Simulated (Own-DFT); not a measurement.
# Computed records: Hf36O71 (tetragonal hafnia with one neutral oxygen vacancy, atoms displaced)

Computed with Own-DFT development build. A calculation, not a measurement: plane-wave PBE and HSE06 DFT by an unreviewed code, no spin, of a simulated cell at Gamma alone, so results move with cell size and shape, stress positive in tension, energies less offsets, not probed for a lower state with spin; hafnium file: forces about 75 meV/angstrom off all-electron values; oxygen file: force components 24 meV/angstrom off all-electron in a glass; k mesh not checked against a denser one; forces and stress are PBE's, HSE06 gives the energy alone, and its difference from PBE has offsets of its own; offsets are fitted by least squares, one for each functional and potential file, so energies compare only between cells with the same atoms and settings and are not formation energies; the far tail of each file's local potential was reset to the Coulomb form; each entry is a single point on an unrelaxed cell, so the pressure reflects the starting lattice, taken from the Materials Project, from which strain is counted, and rises with the displacements; printed positions are rounded, which can move forces by about a meV/angstrom; the program is a retired in-house code; no spin-orbit coupling.

Settings shared by all entries: first functional PBE; second functional HSE06; exact exchange share 0.25; screening 0.11 1/bohr; exchange divergence Gygi-Baldereschi; potential files PseudoDojo norm-conserving, scalar-relativistic, made for PBE, standard set; wave cutoff 48 hartree; occupations fixed; k mesh 1 x 1 x 1 centred on Gamma.

(1) Hf36O71 (tetragonal hafnia with one neutral oxygen vacancy, atoms displaced)

```cif
# cell vector a (Å): 10.7800 0.0000 0.0000
# cell vector b (Å): 0.0000 10.7800 0.0000
# cell vector c (Å): 0.0000 0.0000 10.4493
data_Hf36O71
_symmetry_space_group_name_H-M 'P 1'
_symmetry_Int_Tables_number 1
_cell_length_a 10.7800
_cell_length_b 10.7800
_cell_length_c 10.4493
_cell_angle_alpha 90.000
_cell_angle_beta 90.000
_cell_angle_gamma 90.000
_cell_volume 1214.30
loop_
_atom_site_label
_atom_site_type_symbol
_atom_site_fract_x
_atom_site_fract_y
_atom_site_fract_z
_atom_site_occupancy
Hf1 Hf 0.00232 0.00292 0.99563 1
Hf2 Hf 0.16223 0.16711 0.24613 1
O1 O 0.00004 0.17033 0.14846 1
O2 O 0.16452 0.99322 0.34294 1
O3 O 0.99795 0.17096 0.39322 1
O4 O 0.16850 0.99330 0.09296 1
Hf3 Hf 0.99544 0.99597 0.50234 1
Hf4 Hf 0.16235 0.15850 0.75033 1
O5 O 0.00861 0.16361 0.64490 1
O6 O 0.16968 0.99538 0.85106 1
O7 O 0.99950 0.17205 0.90889 1
O8 O 0.16006 0.00751 0.60011 1
Hf5 Hf 0.00317 0.32858 0.00295 1
Hf6 Hf 0.17076 0.49858 0.25147 1
O9 O 0.00184 0.50286 0.15521 1
O10 O 0.17449 0.32651 0.34988 1
O11 O 0.17374 0.33094 0.08920 1
Hf7 Hf 0.00010 0.32891 0.49919 1
Hf8 Hf 0.17205 0.49766 0.75849 1
O12 O 0.99950 0.49702 0.65510 1
O13 O 0.16057 0.33482 0.84589 1
O14 O 0.00296 0.50453 0.90463 1
O15 O 0.17104 0.33637 0.59690 1
Hf9 Hf 0.00326 0.66877 0.99493 1
Hf10 Hf 0.17220 0.83385 0.24864 1
O16 O 0.99905 0.83519 0.15099 1
O17 O 0.16811 0.67147 0.34354 1
O18 O 0.00365 0.84171 0.40313 1
O19 O 0.16860 0.67589 0.09644 1
Hf11 Hf 0.00310 0.66860 0.49914 1
Hf12 Hf 0.16078 0.83353 0.75304 1
O20 O 0.99942 0.83792 0.65515 1
O21 O 0.16099 0.66772 0.85491 1
O22 O 0.00408 0.83999 0.91002 1
O23 O 0.16701 0.66446 0.60051 1
Hf13 Hf 0.33241 0.99414 0.99602 1
Hf14 Hf 0.49797 0.16396 0.25584 1
O24 O 0.33390 0.16452 0.15136 1
O25 O 0.50287 0.00324 0.35775 1
O26 O 0.33137 0.16765 0.39989 1
O27 O 0.49692 0.99935 0.09603 1
Hf15 Hf 0.32899 0.99877 0.49987 1
Hf16 Hf 0.50540 0.15723 0.74575 1
O28 O 0.33132 0.17858 0.65413 1
O29 O 0.51088 0.99508 0.84891 1
O30 O 0.32203 0.16194 0.90713 1
O31 O 0.50320 0.99100 0.60068 1
Hf17 Hf 0.33714 0.33836 0.00810 1
Hf18 Hf 0.50274 0.50647 0.25772 1
O32 O 0.33699 0.50244 0.14434 1
O33 O 0.48991 0.32408 0.34125 1
O34 O 0.33517 0.50201 0.40504 1
O35 O 0.50189 0.33762 0.09897 1
Hf19 Hf 0.33133 0.33021 0.49688 1
Hf20 Hf 0.49389 0.50065 0.73543 1
O36 O 0.33454 0.49563 0.65682 1
O37 O 0.49023 0.34156 0.84210 1
O38 O 0.33728 0.49267 0.90832 1
O39 O 0.49647 0.33932 0.59771 1
Hf21 Hf 0.33644 0.65686 0.99967 1
Hf22 Hf 0.49464 0.84044 0.24316 1
O40 O 0.32883 0.83242 0.15198 1
O41 O 0.50517 0.66732 0.35192 1
O42 O 0.32925 0.83150 0.40118 1
O43 O 0.50185 0.66628 0.10004 1
Hf23 Hf 0.33622 0.66534 0.50668 1
Hf24 Hf 0.49389 0.83965 0.74657 1
O44 O 0.33361 0.82638 0.64740 1
O45 O 0.49361 0.66199 0.83946 1
O46 O 0.32817 0.83390 0.90562 1
O47 O 0.49629 0.67266 0.59776 1
Hf25 Hf 0.67122 0.00014 0.00158 1
Hf26 Hf 0.83027 0.16677 0.25136 1
O48 O 0.66884 0.16481 0.13755 1
O49 O 0.83385 0.99151 0.34512 1
O50 O 0.66529 0.17437 0.41059 1
O51 O 0.83064 0.00503 0.10527 1
Hf27 Hf 0.67253 0.99332 0.49913 1
Hf28 Hf 0.83427 0.16960 0.75003 1
O52 O 0.66335 0.16939 0.64653 1
O53 O 0.83840 0.99672 0.84958 1
O54 O 0.67273 0.17035 0.89704 1
O55 O 0.82572 0.00545 0.59610 1
Hf29 Hf 0.65319 0.32848 0.01083 1
Hf30 Hf 0.83088 0.50558 0.25098 1
O56 O 0.67384 0.50898 0.15631 1
O57 O 0.84531 0.32789 0.35336 1
O58 O 0.67025 0.49941 0.40199 1
O59 O 0.84041 0.34129 0.10270 1
Hf31 Hf 0.66939 0.33539 0.49835 1
Hf32 Hf 0.83892 0.49005 0.74644 1
O60 O 0.66595 0.50879 0.64332 1
O61 O 0.84390 0.33391 0.84085 1
O62 O 0.66969 0.50427 0.89787 1
O63 O 0.83215 0.33459 0.59626 1
Hf33 Hf 0.66354 0.66595 0.00092 1
Hf34 Hf 0.83387 0.82791 0.24536 1
O64 O 0.67036 0.82598 0.14920 1
O65 O 0.83528 0.66877 0.35065 1
O66 O 0.66955 0.83520 0.40922 1
O67 O 0.82506 0.66173 0.10212 1
Hf35 Hf 0.67178 0.66570 0.49270 1
Hf36 Hf 0.83209 0.82444 0.75122 1
O68 O 0.66565 0.83743 0.65862 1
O69 O 0.84529 0.65874 0.84638 1
O70 O 0.67258 0.83121 0.90322 1
O71 O 0.83224 0.66997 0.60438 1
```

The calculation gives: PBE energy of cell above offsets -96.710 eV; HSE06 less PBE above offsets 0.059 eV; PBE pressure 2.28 GPa; PBE stress xx -1.85 GPa; PBE stress yy -2.53 GPa; PBE stress zz -2.46 GPa; PBE stress yz -1.19 GPa; PBE stress xz -0.75 GPa; PBE stress xy 0.09 GPa.

Force:
| element | x (eV/Å) | y (eV/Å) | z (eV/Å) |
| --- | --- | --- | --- |
| Hf | -0.696 | -0.242 | 1.717 |
| Hf | 0.775 | -0.958 | 0.218 |
| O | -0.115 | -0.162 | 0.229 |
| O | 0.52 | 2.219 | 0.74 |
| O | 0.412 | -1.755 | 0.643 |
| O | -0.396 | 0.608 | 0.311 |
| Hf | -0.158 | 1.312 | -0.672 |
| Hf | 1.921 | 1.741 | 0.504 |
| O | -2.383 | 0.589 | 0.615 |
| O | -0.706 | 0.506 | -0.677 |
| O | 0.154 | -1.756 | -1.852 |
| O | 1.668 | -0.815 | -0.256 |
| Hf | -0.444 | 2.373 | -0.128 |
| Hf | -0.93 | 0.689 | 0.021 |
| O | 0.891 | 0.115 | 1.178 |
| O | -0.692 | 1.386 | -0.841 |
| O | -1.339 | 0.21 | 1.782 |
| Hf | 0.616 | 0.972 | 0.108 |
| Hf | -1.574 | -0.311 | -0.719 |
| O | 1.124 | 0.178 | -0.799 |
| O | 0.035 | -0.744 | -0.136 |
| O | 0.283 | -1.355 | 0.253 |
| O | -1.041 | 0.153 | -0.34 |
| Hf | -0.675 | -0.4 | 1.21 |
| Hf | -1.861 | -0.408 | -0.621 |
| O | -0.368 | -0.212 | 0.434 |
| O | -0.687 | -1.671 | 0.631 |
| O | -0.298 | -2.17 | 0.423 |
| O | 0.337 | -0.856 | -0.136 |
| Hf | -0.032 | -0.503 | 0.231 |
| Hf | 0.891 | -0.887 | 0.168 |
| O | -0.12 | 0.187 | -0.283 |
| O | 0.596 | 0.037 | -0.852 |
| O | -0.013 | -1.116 | -1.455 |
| O | -0.343 | 0.176 | -0.172 |
| Hf | -0.539 | 1.499 | 0.708 |
| Hf | -0.608 | -0.668 | -1.03 |
| O | 0.342 | 0.184 | 0.885 |
| O | -0.279 | -0.77 | -1.078 |
| O | 0.129 | -1.748 | 0.415 |
| O | 1.021 | -0.664 | 0.768 |
| Hf | 0.16 | 0.103 | -0.192 |
| Hf | -0.945 | 2.006 | 0.418 |
| O | 0.632 | -1.462 | 0.046 |
| O | -0.569 | 1.126 | 0.265 |
| O | 0.71 | 0.38 | -0.22 |
| O | -1.382 | 0.864 | -0.041 |
| Hf | 0.179 | -2.334 | -1.977 |
| Hf | -0.1 | -0.548 | -0.741 |
| O | 0.07 | -0.048 | 1.415 |
| O | 0.629 | 2.43 | 0.419 |
| O | 0.218 | -0.078 | -0.684 |
| O | -0.984 | -0.025 | 1.381 |
| Hf | 0.023 | -0.029 | 0.931 |
| Hf | 3.201 | -0.309 | 1.82 |
| O | -1.915 | 0.884 | -1.137 |
| O | 0.87 | -2.281 | 0.734 |
| O | -1.207 | 1.66 | -1.144 |
| O | 1.07 | -0.189 | -1.224 |
| Hf | -0.385 | 1.154 | -0.209 |
| Hf | 0.583 | -0.472 | 0.473 |
| O | 2.273 | 0.175 | -0.121 |
| O | -0.059 | 0.719 | -0.572 |
| O | 0.703 | 0.459 | 0.036 |
| O | -0.771 | 0.128 | 0.297 |
| Hf | -0.788 | 0.599 | -0.562 |
| Hf | 1.039 | -2.121 | 0.157 |
| O | -1.513 | 1.114 | 0.562 |
| O | -0.384 | 1.252 | 0.862 |
| O | 0.624 | -1.104 | -0.952 |
| O | 1.147 | -0.377 | -0.598 |
| Hf | 0.145 | -0.268 | -0.628 |
| Hf | 1.032 | -0.385 | -0.294 |
| O | -0.933 | 0.582 | 1.739 |
| O | -0.471 | 1.618 | 0.511 |
| O | 0.42 | -1.637 | -2.001 |
| O | 0.673 | -0.219 | -0.91 |
| Hf | -1.366 | 1.166 | 0.268 |
| Hf | -0.476 | -0.673 | -0.139 |
| O | 0.616 | 0.126 | 0.882 |
| O | -0.057 | 0.887 | -0.345 |
| O | -0.401 | -0.144 | -0.015 |
| O | 2.021 | 0.116 | 0.575 |
| Hf | 3.571 | 1.41 | -2.824 |
| Hf | 1.83 | -1.272 | -0.613 |
| O | -2.712 | -1.045 | 0.012 |
| O | -0.749 | 1.619 | -0.465 |
| O | -0.336 | -0.374 | -1.2 |
| O | -1.758 | -0.571 | -0.263 |
| Hf | -0.698 | 0.303 | 1.59 |
| Hf | -1.485 | 1.972 | 0.446 |
| O | 0.298 | -0.486 | 0.126 |
| O | 0.132 | -1.133 | 0.702 |
| O | -0.073 | -1.167 | 1.053 |
| O | 0.296 | -0.417 | 0.323 |
| Hf | 0.84 | -0.706 | -1.043 |
| Hf | 0.753 | 0.675 | -0.531 |
| O | -1.445 | 1.008 | 0.726 |
| O | 0.292 | -0.263 | 0.717 |
| O | -0.142 | -0.995 | -1.167 |
| O | 1.813 | 0.471 | -0.305 |
| Hf | -0.499 | -0.034 | 2.265 |
| Hf | -0.898 | -0.345 | 0.713 |
| O | 0.283 | -0.139 | -0.401 |
| O | -0.02 | 1.382 | 0.079 |
| O | 0.139 | -0.16 | 0.237 |
| O | 0.813 | 0.462 | -1.405 |

(2) Hf36O71 (tetragonal hafnia with one neutral oxygen vacancy, atoms displaced)

```cif
# cell vector a (Å): 10.7800 0.0000 0.0000
# cell vector b (Å): 0.0000 10.7800 0.0000
# cell vector c (Å): 0.0000 0.0000 10.4493
data_Hf36O71
_symmetry_space_group_name_H-M 'P 1'
_symmetry_Int_Tables_number 1
_cell_length_a 10.7800
_cell_length_b 10.7800
_cell_length_c 10.4493
_cell_angle_alpha 90.000
_cell_angle_beta 90.000
_cell_angle_gamma 90.000
_cell_volume 1214.30
loop_
_atom_site_label
_atom_site_type_symbol
_atom_site_fract_x
_atom_site_fract_y
_atom_site_fract_z
_atom_site_occupancy
Hf1 Hf 0.99738 0.00301 0.00278 1
Hf2 Hf 0.16655 0.16480 0.25245 1
O1 O 0.00175 0.17176 0.15306 1
O2 O 0.16914 0.99987 0.34530 1
O3 O 0.00063 0.16793 0.40572 1
O4 O 0.16508 0.99899 0.09648 1
Hf3 Hf 0.00209 0.00086 0.49937 1
Hf4 Hf 0.16297 0.16502 0.74657 1
O5 O 0.00485 0.16760 0.65135 1
O6 O 0.16505 0.00052 0.85024 1
O7 O 0.00245 0.16373 0.90436 1
O8 O 0.16300 0.99689 0.59168 1
Hf5 Hf 0.00365 0.33141 0.00366 1
Hf6 Hf 0.16732 0.50301 0.24758 1
O9 O 0.99779 0.49779 0.15365 1
O10 O 0.16476 0.33556 0.35048 1
O11 O 0.99924 0.50600 0.40421 1
O12 O 0.16217 0.32986 0.09824 1
Hf7 Hf 0.99892 0.33297 0.50016 1
Hf8 Hf 0.16567 0.50173 0.75265 1
O13 O 0.00035 0.50045 0.65658 1
O14 O 0.16381 0.33098 0.84790 1
O15 O 0.00423 0.50133 0.90680 1
O16 O 0.16984 0.33449 0.59358 1
Hf9 Hf 0.00314 0.67220 0.99724 1
Hf10 Hf 0.16567 0.83239 0.25090 1
O17 O 0.99856 0.83459 0.15334 1
O18 O 0.16801 0.66468 0.34632 1
O19 O 0.99829 0.83328 0.39827 1
O20 O 0.17040 0.66716 0.09700 1
Hf11 Hf 0.00216 0.66675 0.50057 1
Hf12 Hf 0.16917 0.83635 0.75136 1
O21 O 0.99521 0.83254 0.65183 1
O22 O 0.16492 0.66978 0.84242 1
O23 O 0.99774 0.82985 0.90820 1
O24 O 0.16309 0.66626 0.60145 1
Hf13 Hf 0.33231 0.00139 0.99766 1
Hf14 Hf 0.49976 0.16819 0.25232 1
O25 O 0.33015 0.16403 0.15609 1
O26 O 0.49664 0.99522 0.34269 1
O27 O 0.33538 0.16673 0.39726 1
O28 O 0.50235 0.00404 0.09700 1
Hf15 Hf 0.33377 0.00751 0.49748 1
Hf16 Hf 0.49940 0.16772 0.75159 1
O29 O 0.33661 0.16569 0.64704 1
O30 O 0.50107 0.99462 0.84736 1
O31 O 0.33016 0.17028 0.90302 1
O32 O 0.49980 0.00240 0.59806 1
Hf17 Hf 0.33248 0.32878 0.99785 1
Hf18 Hf 0.49545 0.50014 0.24915 1
O33 O 0.33272 0.50519 0.15284 1
O34 O 0.50362 0.33143 0.34832 1
O35 O 0.33208 0.49964 0.39853 1
O36 O 0.49940 0.33581 0.09916 1
Hf19 Hf 0.33474 0.33427 0.49878 1
Hf20 Hf 0.50040 0.50000 0.74732 1
O37 O 0.32735 0.50032 0.65725 1
O38 O 0.50109 0.33141 0.83849 1
O39 O 0.33237 0.49668 0.90821 1
O40 O 0.49857 0.33115 0.59983 1
Hf21 Hf 0.33516 0.67078 0.99439 1
Hf22 Hf 0.50128 0.83515 0.25054 1
O41 O 0.33085 0.83309 0.15053 1
O42 O 0.49973 0.66702 0.35179 1
O43 O 0.33151 0.83365 0.40302 1
O44 O 0.49654 0.66442 0.09449 1
Hf23 Hf 0.33732 0.66744 0.50015 1
Hf24 Hf 0.49663 0.83526 0.75126 1
O45 O 0.33326 0.83572 0.65231 1
O46 O 0.49204 0.66748 0.84820 1
O47 O 0.32657 0.82832 0.90236 1
O48 O 0.50019 0.66809 0.59684 1
Hf25 Hf 0.66398 0.99960 0.99849 1
Hf26 Hf 0.83050 0.16276 0.25133 1
O49 O 0.66662 0.16797 0.14932 1
O50 O 0.83049 0.00250 0.34486 1
O51 O 0.66288 0.16220 0.40328 1
Hf27 Hf 0.66878 0.00214 0.50320 1
Hf28 Hf 0.83442 0.16748 0.74845 1
O52 O 0.66391 0.16527 0.64914 1
O53 O 0.83658 0.99979 0.84406 1
O54 O 0.66275 0.16991 0.90330 1
O55 O 0.82925 0.00071 0.59405 1
Hf29 Hf 0.66790 0.33051 0.00415 1
Hf30 Hf 0.82984 0.50099 0.25253 1
O56 O 0.66685 0.50238 0.15100 1
O57 O 0.83124 0.34097 0.34618 1
O58 O 0.66670 0.49776 0.40329 1
O59 O 0.84039 0.32805 0.10062 1
Hf31 Hf 0.66755 0.33707 0.49786 1
Hf32 Hf 0.83468 0.49528 0.74951 1
O60 O 0.66076 0.49980 0.65017 1
O61 O 0.83173 0.33186 0.84514 1
O62 O 0.66598 0.50207 0.90105 1
O63 O 0.83605 0.33547 0.59291 1
Hf33 Hf 0.67002 0.66621 0.00081 1
Hf34 Hf 0.83202 0.82970 0.25152 1
O64 O 0.66762 0.83134 0.15301 1
O65 O 0.83135 0.66767 0.35039 1
O66 O 0.65964 0.82942 0.40138 1
O67 O 0.83473 0.66770 0.09433 1
Hf35 Hf 0.66763 0.66840 0.49956 1
Hf36 Hf 0.82900 0.83423 0.75076 1
O68 O 0.66665 0.82848 0.66003 1
O69 O 0.82934 0.67069 0.85002 1
O70 O 0.67013 0.83020 0.90103 1
O71 O 0.83310 0.66554 0.60001 1
```

It finds PBE energy of cell above offsets -100.781 eV; HSE06 less PBE above offsets -0.145 eV; PBE pressure 1.33 GPa; PBE stress xx -0.38 GPa; PBE stress yy -1.42 GPa; PBE stress zz -2.18 GPa; PBE stress yz 0.52 GPa; PBE stress xz -0.61 GPa; PBE stress xy 0 GPa.

Force:
| element | x (eV/Å) | y (eV/Å) | z (eV/Å) |
| --- | --- | --- | --- |
| Hf | -0.289 | -0.72 | 0.237 |
| Hf | -0.303 | 0.969 | -0.275 |
| O | -0.565 | -1.261 | 0.413 |
| O | -0.296 | 0.096 | 0.433 |
| O | -0.256 | -0.342 | -0.304 |
| O | 0.18 | 0.177 | -0.161 |
| Hf | -0.756 | -0.977 | -0.348 |
| Hf | 1.216 | 0.707 | 0.722 |
| O | -1.455 | -0.047 | -0.085 |
| O | 0.412 | 0.15 | -0.567 |
| O | -0.308 | 0.375 | -0.53 |
| O | 0.878 | 0.327 | 0.73 |
| Hf | -0.386 | 0.664 | -0.285 |
| Hf | -0.546 | -0.399 | -0.021 |
| O | 0.224 | 0.159 | 0.413 |
| O | 0.083 | -0.419 | -0.572 |
| O | -0.068 | -1.036 | 0.201 |
| O | 1.772 | 0.182 | 0.115 |
| Hf | 1.357 | 1.173 | -0.786 |
| Hf | -0.336 | -0.15 | 0.264 |
| O | -0.203 | -0.392 | -0.22 |
| O | 0.082 | -0.232 | -0.406 |
| O | -0.363 | -0.212 | -0.413 |
| O | -0.553 | -0.34 | 0.408 |
| Hf | -0.22 | -1.486 | 0.908 |
| Hf | 0.364 | -0.377 | -0.357 |
| O | -0.313 | 0.33 | 0.069 |
| O | -0.111 | 0.626 | 0.257 |
| O | 0.138 | 0.356 | 0.447 |
| O | -0.83 | 0.1 | -0.129 |
| Hf | -0.308 | 0.439 | 0.503 |
| Hf | -0.86 | -0.699 | -0.729 |
| O | 0.648 | 0.548 | 0.299 |
| O | 0.057 | -0.195 | 0.594 |
| O | 0.24 | 2.001 | -0.777 |
| O | 0.867 | 0.193 | -0.706 |
| Hf | -0.394 | -0.547 | 0.902 |
| Hf | -0.109 | -0.608 | -0.421 |
| O | 0.689 | 0.129 | -0.653 |
| O | -0.07 | 1.307 | 0.556 |
| O | 0.023 | 0.54 | 0.287 |
| O | -0.543 | -0.21 | -0.378 |
| Hf | 0.321 | -1.322 | 0.145 |
| Hf | 0.265 | -0.364 | -0.95 |
| O | -1.054 | -0.327 | 0.468 |
| O | -0.395 | 1.131 | 0.57 |
| O | 0.532 | -1.327 | -0.519 |
| O | 0.144 | -0.363 | -0.283 |
| Hf | -0.545 | 1.504 | 0.809 |
| Hf | 0.142 | 0.55 | -0.239 |
| O | -0.045 | -0.691 | 0.224 |
| O | -0.118 | 0.457 | 0.031 |
| O | 0.534 | -0.034 | 0.639 |
| O | -0.115 | -0.377 | -0.308 |
| Hf | -0.386 | 0.198 | 0.054 |
| Hf | -0.547 | 0.305 | 0.591 |
| O | 1.335 | 0.095 | -0.663 |
| O | -0.191 | 0.5 | 1.221 |
| O | -0.183 | -0.052 | -0.464 |
| O | 0.18 | 0.295 | -0.689 |
| Hf | 0.012 | -1.712 | 1.264 |
| Hf | -0.697 | -1.124 | -0.277 |
| O | 0.684 | 0.43 | 0.125 |
| O | -0.2 | -0.313 | -0.618 |
| O | -0.036 | 0.093 | 0.263 |
| O | 0.838 | 0.263 | 0.393 |
| Hf | -0.852 | 0.137 | -0.156 |
| Hf | 0.4 | -1.196 | -0.553 |
| O | -0.163 | -0.023 | 0.082 |
| O | 0.177 | 0.039 | -0.508 |
| O | 0.167 | 2.358 | -0.688 |
| O | -0.14 | -0.167 | 0.209 |
| Hf | 0.756 | -0.226 | 0.098 |
| Hf | 0.491 | 1.368 | -0.827 |
| O | 0.064 | -0.188 | 0.415 |
| O | 0.012 | -1.023 | -0.196 |
| O | 0.193 | 0.807 | -0.379 |
| Hf | -1.131 | -0.522 | -0.491 |
| Hf | -0.399 | -0.331 | 0.041 |
| O | 0.846 | 0.121 | 0.692 |
| O | -0.264 | 0.834 | 0.531 |
| O | 0.13 | -0.942 | -0.266 |
| O | 1.144 | 0.283 | 0.354 |
| Hf | 0.585 | 0.972 | 0.011 |
| Hf | 0.875 | 0.457 | -0.844 |
| O | -0.177 | -0.247 | 0.262 |
| O | -0.05 | -1.8 | 0.559 |
| O | -0.147 | 0.861 | -0.159 |
| O | -1.715 | 0.271 | -0.569 |
| Hf | -0.577 | -0.508 | 0.256 |
| Hf | -0.499 | 1.724 | 0.305 |
| O | 1.244 | -0.373 | -0.039 |
| O | 0.055 | -0.266 | 0.063 |
| O | -0.087 | -0.797 | 0.126 |
| O | -0.762 | -0.243 | 0.813 |
| Hf | -0.127 | -0.268 | -0.196 |
| Hf | 0.48 | 0.128 | -0.294 |
| O | -0.069 | 0.568 | -0.249 |
| O | -0.325 | -0.151 | -0.131 |
| O | 0.528 | 1.16 | 0.37 |
| O | 0.075 | 0.129 | 0.723 |
| Hf | 0.114 | -0.487 | 0.354 |
| Hf | 0.821 | -1.117 | 0.211 |
| O | -0.739 | 0.365 | -1.089 |
| O | 0.332 | -1.246 | -0.524 |
| O | -0.448 | 1.06 | 0.655 |
| O | -0.081 | -0.237 | -0.396 |
